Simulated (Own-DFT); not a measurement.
# Which defects push the lattice out? zincblende InP

Source: density functional calculations with Own-DFT, an unreviewed in-house program that is no longer used. Nothing was measured or relaxed, and spin and spin-orbit coupling are left out.

Common settings: PBE; PseudoDojo norm-conserving scalar-relativistic files; cutoff 36 hartree; 3 x 3 x 3 k mesh centred on Gamma; Fermi-Dirac smearing of 0.1 eV.

Keep in mind (not all hold for every row): not probed for a lower state with spin; forces on such cells moved up to 12 meV/angstrom on a denser k mesh; stress not checked against mesh or cutoff.

All runs share one cell, with vectors in Å (11.737, 0.000, 0.000); (0.000, 11.737, 0.000); (0.000, 0.000, 11.737) and a volume of 1617.0 Å³. The atoms are randomly displaced, by u rms on each axis. The defect's site can differ from row to row.

```
                                      cell  formula   u (Å)  P (GPa)
                                 no defect  In32P32  0.0186     3.20
                                 no defect  In32P32  0.0514     3.68
                                 no defect  In32P32  0.0534     3.65
                       one P on an In site  In31P33  0.0286     3.09
                       one P on an In site  In31P33  0.0471     3.39
                       one P on an In site  In31P33  0.0523     3.42
one In on a P site and one P on an In site  In32P32  0.0292     3.64
one In on a P site and one P on an In site  In32P32  0.0477     3.94
one In on a P site and one P on an In site  In32P32  0.0515     3.97
                           two P vacancies  In32P30  0.0293     2.89
                           two P vacancies  In32P30  0.0298     2.95
                           two P vacancies  In32P30  0.0304        ?
                           two P vacancies  In32P30  0.0311     2.95
```

## Fit

P = P0 + c u² + a shift for each defect gives P0 = 3.14 GPa, c = 189 ± 11 GPa/Å² and a scatter of 0.03 GPa. The shifts, and each times the cell's volume:

- one In on a P site and one P on an In site: 0.35 ± 0.03 GPa, 3.5 eV
- one P on an In site: -0.20 ± 0.03 GPa, -2.0 eV
- two P vacancies: -0.38 ± 0.03 GPa, -3.8 eV (-1.9 eV for each of its 2 sites)

Positive is outwards. The product with the volume (160.2 GPa Å³ to the eV) is nearly free of the cell's size; divided by the bulk modulus at the cell's pressure it gives the volume that the defect adds. The atoms around the defects weren't relaxed, which would change these numbers.

## The run left out

Question: what pressure belongs in the blank (two P vacancies, u = 0.0304 Å)?

Estimate: 2.93 ± 0.04 GPa. The run itself gave 2.96 GPa.
